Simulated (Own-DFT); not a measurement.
# Biaxial strain at fixed height in wurtzite AlGaN with randomly placed atoms, 72 atoms (Al27Ga9N36)

The numbers are computed, not measured, by runs of the plane-wave DFT program Own-DFT (in-house, retired, unreviewed) at fixed positions, with no spin and no spin-orbit coupling.

Settings: PBE; PseudoDojo norm-conserving scalar-relativistic files; cutoff 42 hartree; 4 x 4 x 3 k mesh centred on Gamma; Fermi-Dirac smearing of 0.1 eV.

Keep in mind: forces on such cells passed a denser k mesh, each cell not checked; stress not checked against mesh or cutoff.

Unstrained cell vectors in Å: (9.394, 0.000, 0.000); (-4.697, 8.135, 0.000); (0.000, 0.000, 10.066). The unstrained cell has measured lattice constants (interpolated for alloys), not those of this functional. That, the random moves and any unrelaxed bonds set the pressure at no strain. Each run strains x and y alike by e, as a substrate would, and holds the height along z. Each coordinate of each atom was shifted by a normal deviate of width 0.05 Å. The random placing of the alloy's atoms differs from row to row. Stress is positive in tension.

```
e (%),u (Å),(s_xx + s_yy)/2 (GPa),s_zz (GPa)
-3.00,0.048,-24.56,-14.45
-2.75,0.048,-23.99,-11.42
-2.25,0.050,?,?
-1.50,0.047,-15.65,-8.50
-1.25,0.048,-14.62,-7.76
-0.75,0.052,-11.31,-7.28
-0.25,0.053,-7.94,-7.91
0.75,0.050,-1.91,-6.30
1.00,0.050,-1.03,-5.55
2.50,0.049,6.37,-3.18
```

## Working it out

With e as a fraction, the in-plane stress is -6.7 + 572 e - 1498 e² GPa (errors 10 and 546, scatter 0.49), and s_zz is -7.0 + 172 e GPa (slope ± 24, scatter 1.22). At e = 0 the first slope is C11 + C12 and the second 2 C13, both with the ions held to the strained lattice and at the cell's own pressure. A free layer would change its height as e changes, and the in-plane slope would drop by 2 C13²/C33 to the biaxial modulus. At fixed height, a misfit of 1 % moves the in-plane stress by about 5.7 GPa and s_zz by 1.7 GPa.

## Test on the hidden row

The question: what are the two stresses at e = -2.25 %?

The fitted form gives -20.3 and -10.9 GPa. Computed: -21.17 and -10.25 GPa.
